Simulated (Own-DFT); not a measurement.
Simulation results for GaP (zincblende, atoms displaced)

All values are calculated (Own-DFT development build). A calculation, not a measurement: plane-wave PBE density functional theory by an unreviewed code, no spin, of a simulated periodic cell, stress positive in tension, free energy of the whole cell less one offset for each atom, forces on such cells passed a denser k mesh, this cell's mesh not checked; offsets are fitted by least squares, one for each functional and potential file, so energies compare only between cells with the same atoms and settings and are not formation energies; the far tail of each file's local potential was reset to the Coulomb form; each entry is a single point on an unrelaxed cell, so the pressure reflects the starting lattice, mostly measured values (interpolated for alloys), from which strain is counted, and rises with the displacements; printed positions are rounded, which can move forces by about a meV/angstrom; the program, named Own-DFT, is a retired in-house code; no spin-orbit coupling.

```cif
# cell vector a (Å): 16.3515 0.0000 0.0000
# cell vector b (Å): 0.0000 10.9010 0.0000
# cell vector c (Å): 0.0000 0.0000 10.9010
data_GaP
_symmetry_space_group_name_H-M 'P 1'
_symmetry_Int_Tables_number 1
_cell_length_a 16.3515
_cell_length_b 10.9010
_cell_length_c 10.9010
_cell_angle_alpha 90.000
_cell_angle_beta 90.000
_cell_angle_gamma 90.000
_cell_volume 1943.08
loop_
_atom_site_label
_atom_site_type_symbol
_atom_site_fract_x
_atom_site_fract_y
_atom_site_fract_z
_atom_site_occupancy
Ga1 Ga 0.00012 0.00017 0.99672 1
Ga2 Ga 0.00211 0.24747 0.24484 1
Ga3 Ga 0.15707 0.00214 0.25271 1
Ga4 Ga 0.17315 0.25270 0.99739 1
P1 P 0.08482 0.12722 0.12013 1
P2 P 0.07875 0.37229 0.38182 1
P3 P 0.24970 0.12769 0.37738 1
P4 P 0.24894 0.37482 0.12628 1
Ga5 Ga 0.00377 0.99563 0.50116 1
Ga6 Ga 0.99960 0.25583 0.75053 1
Ga7 Ga 0.16819 0.00852 0.74793 1
Ga8 Ga 0.16751 0.25593 0.49849 1
P5 P 0.08418 0.12143 0.62869 1
P6 P 0.08518 0.37042 0.87495 1
P7 P 0.24771 0.12836 0.86887 1
P8 P 0.25360 0.37403 0.62611 1
Ga9 Ga 0.99929 0.50568 0.99844 1
Ga10 Ga 0.99727 0.75839 0.24700 1
Ga11 Ga 0.16350 0.49299 0.24587 1
Ga12 Ga 0.16331 0.74178 0.99641 1
P9 P 0.08751 0.63459 0.12053 1
P10 P 0.08712 0.87653 0.37392 1
P11 P 0.24782 0.63057 0.37880 1
P12 P 0.24526 0.87332 0.13542 1
Ga13 Ga 0.00144 0.49945 0.50382 1
Ga14 Ga 0.00084 0.74667 0.75008 1
Ga15 Ga 0.16677 0.50110 0.74708 1
Ga16 Ga 0.16917 0.74590 0.50371 1
P13 P 0.08357 0.63251 0.62521 1
P14 P 0.08089 0.87755 0.87831 1
P15 P 0.25858 0.62358 0.87599 1
P16 P 0.24914 0.87458 0.61743 1
Ga17 Ga 0.33031 0.99343 0.00855 1
Ga18 Ga 0.33375 0.25205 0.25210 1
Ga19 Ga 0.49608 0.00514 0.25884 1
Ga20 Ga 0.49548 0.25082 0.99376 1
P17 P 0.41144 0.11988 0.12101 1
P18 P 0.41894 0.37501 0.37568 1
P19 P 0.58381 0.12149 0.37814 1
P20 P 0.58217 0.37997 0.12166 1
Ga21 Ga 0.33894 0.00071 0.50139 1
Ga22 Ga 0.33281 0.24994 0.74589 1
Ga23 Ga 0.49430 0.00234 0.75241 1
Ga24 Ga 0.50047 0.24460 0.50024 1
P21 P 0.41470 0.11864 0.62105 1
P22 P 0.41167 0.37007 0.87850 1
P23 P 0.58289 0.12061 0.88372 1
P24 P 0.58764 0.36894 0.62592 1
Ga25 Ga 0.33369 0.49976 0.00114 1
Ga26 Ga 0.34100 0.75072 0.24398 1
Ga27 Ga 0.49749 0.50186 0.25224 1
Ga28 Ga 0.50009 0.75244 0.00026 1
P25 P 0.41489 0.63021 0.12980 1
P26 P 0.41621 0.87134 0.37519 1
P27 P 0.58057 0.61949 0.37647 1
P28 P 0.57828 0.87137 0.12536 1
Ga29 Ga 0.33516 0.49368 0.49725 1
Ga30 Ga 0.32960 0.75379 0.74104 1
Ga31 Ga 0.49314 0.50518 0.75244 1
Ga32 Ga 0.50164 0.74744 0.49809 1
P29 P 0.42340 0.62587 0.62383 1
P30 P 0.42059 0.87952 0.88305 1
P31 P 0.58247 0.62059 0.86787 1
P32 P 0.58333 0.87508 0.62148 1
Ga33 Ga 0.66754 0.99950 0.99598 1
Ga34 Ga 0.65921 0.24767 0.24757 1
Ga35 Ga 0.84008 0.00267 0.24744 1
Ga36 Ga 0.82818 0.25351 0.00287 1
P33 P 0.74996 0.12381 0.12680 1
P34 P 0.75030 0.37789 0.37014 1
P35 P 0.91616 0.12478 0.38384 1
P36 P 0.91902 0.36827 0.12375 1
Ga37 Ga 0.67019 0.99771 0.50706 1
Ga38 Ga 0.66522 0.25101 0.76057 1
Ga39 Ga 0.82799 0.99739 0.75621 1
Ga40 Ga 0.83323 0.25006 0.49926 1
P37 P 0.74794 0.12170 0.62335 1
P38 P 0.75325 0.38293 0.87036 1
P39 P 0.91735 0.12096 0.87587 1
P40 P 0.91937 0.36962 0.62711 1
Ga41 Ga 0.66980 0.48941 0.00183 1
Ga42 Ga 0.66497 0.75301 0.24852 1
Ga43 Ga 0.83584 0.49865 0.24422 1
Ga44 Ga 0.83852 0.74370 0.00521 1
P41 P 0.75160 0.62989 0.13276 1
P42 P 0.75084 0.87831 0.37270 1
P43 P 0.92061 0.62093 0.37066 1
P44 P 0.91667 0.86554 0.12791 1
Ga45 Ga 0.66482 0.48803 0.50245 1
Ga46 Ga 0.66906 0.75149 0.75119 1
Ga47 Ga 0.83257 0.49614 0.74834 1
Ga48 Ga 0.83548 0.75435 0.49727 1
P45 P 0.74583 0.62610 0.62858 1
P46 P 0.74634 0.87337 0.87357 1
P47 P 0.91749 0.63291 0.87767 1
P48 P 0.91817 0.88042 0.62155 1
_calc_functional 'PBE'
_calc_potential_files 'PseudoDojo norm-conserving, scalar-relativistic, standard set'
_calc_wave_cutoff 42  # hartree
_calc_occupations 'Fermi-Dirac'
_calc_smearing_width 0.1  # eV
_calc_k_mesh '2 x 3 x 3 centred on Gamma'
_calc_free_energy_of_cell_above_offsets '-49.999'  # eV
_calc_pressure 3.21  # GPa
_calc_stress_xx -3.19  # GPa
_calc_stress_yy -3.16  # GPa
_calc_stress_zz -3.29  # GPa
_calc_stress_yz 0.14  # GPa
_calc_stress_xz -0.03  # GPa
_calc_stress_xy 0.16  # GPa
```

Force:
```csv
element,x (eV/Å),y (eV/Å),z (eV/Å)
Ga,-0.306,-0.149,0.774
Ga,-0.331,-0.301,0.91
Ga,1.564,0.652,-0.319
Ga,-0.668,-0.249,0.056
P,-0.066,-0.029,-0.182
P,0.539,0.179,-0.994
P,-0.017,-0.384,-0.205
P,0.553,0.135,-0.008
Ga,0.029,0.484,-0.144
Ga,0.426,-1.359,0.404
Ga,-0.249,-1.377,0.193
Ga,0.023,-0.717,0.549
P,-0.36,1.109,-0.738
P,-0.133,1.013,0.131
P,1.167,-0.508,0.812
P,-0.634,0.456,-0.346
Ga,0.514,-0.414,0.239
Ga,1.434,-1.205,1.028
Ga,-0.156,0.937,0.823
Ga,1.585,1.428,-0.793
P,-1.564,-1.674,1.331
P,-0.985,-0.948,0.72
P,0.947,-1.283,-1.057
P,0.019,-0.196,-0.752
Ga,-0.325,0.407,0.044
Ga,-0.317,1.229,-0.008
Ga,0.347,0.042,0.412
Ga,-0.478,0.598,-0.543
P,0.044,-1.064,0.123
P,0.956,-0.416,-0.873
P,-1.387,0.351,-0.602
P,0.039,0.911,0.692
Ga,-0.765,-0.04,-0.743
Ga,-0.038,-0.4,-0.139
Ga,0.178,-0.434,-0.866
Ga,0.514,-0.458,1.025
P,0.762,1.008,0.796
P,-0.022,-0.541,-0.157
P,0.12,-0.012,0.061
P,-0.784,-0.774,0.256
Ga,-1.398,-0.684,-1.034
Ga,0.107,-0.481,0.17
Ga,1.129,-0.276,-0.167
Ga,0.246,0.322,0.194
P,0.622,1.287,0.916
P,0.31,0.641,-0.82
P,-0.446,0.699,-1.018
P,-1.605,-0.063,0.735
Ga,0.116,-0.009,0.706
Ga,-2.107,0.681,1.238
Ga,0.246,0.074,-0.362
Ga,0.286,-1.006,-0.325
P,0.976,-1.4,-1.41
P,0.306,0.257,0.34
P,0.936,0.226,-0.084
P,0.717,1.051,0.355
Ga,-0.209,1.133,0.246
Ga,1.202,-0.124,0.665
Ga,0.927,-1.28,0.086
Ga,0.26,0.336,-0.085
P,-1.802,0.193,-0.403
P,-1.435,-0.472,-0.828
P,0.37,0.307,1.26
P,-0.281,0.046,0.756
Ga,-0.116,-0.516,1.159
Ga,0.697,0.223,0.136
Ga,-0.598,-0.138,0.423
Ga,0.637,-0.488,-0.493
P,-0.301,0,-0.068
P,-0.057,-0.631,0.073
P,0.856,-0.122,-1.022
P,-0.223,0.864,-0.327
Ga,-0.48,-0.316,-0.886
Ga,0.265,-0.569,-0.478
Ga,0.778,0.303,-0.764
Ga,-0.569,0.157,0.118
P,0.523,1.044,1.049
P,-0.467,-1.326,0.807
P,-0.747,0.774,-0.079
P,-0.756,0.882,-0.414
Ga,-0.091,1.719,-0.176
Ga,-0.251,-0.09,0.622
Ga,0.143,-0.059,0.356
Ga,-1.432,0.57,-0.23
P,-0.293,-0.775,-0.979
P,0.001,-0.041,-0.142
P,-0.273,0.339,0.419
P,-0.2,2.05,-0.948
Ga,0.463,1.154,-0.404
Ga,-1.11,-0.205,-0.312
Ga,0.816,1.275,-0.565
Ga,-0.179,-0.605,0.047
P,0.948,-0.437,-0.948
P,0.92,-0.417,0.987
P,-0.158,-1.356,-0.892
P,-0.393,-0.729,0.886
```
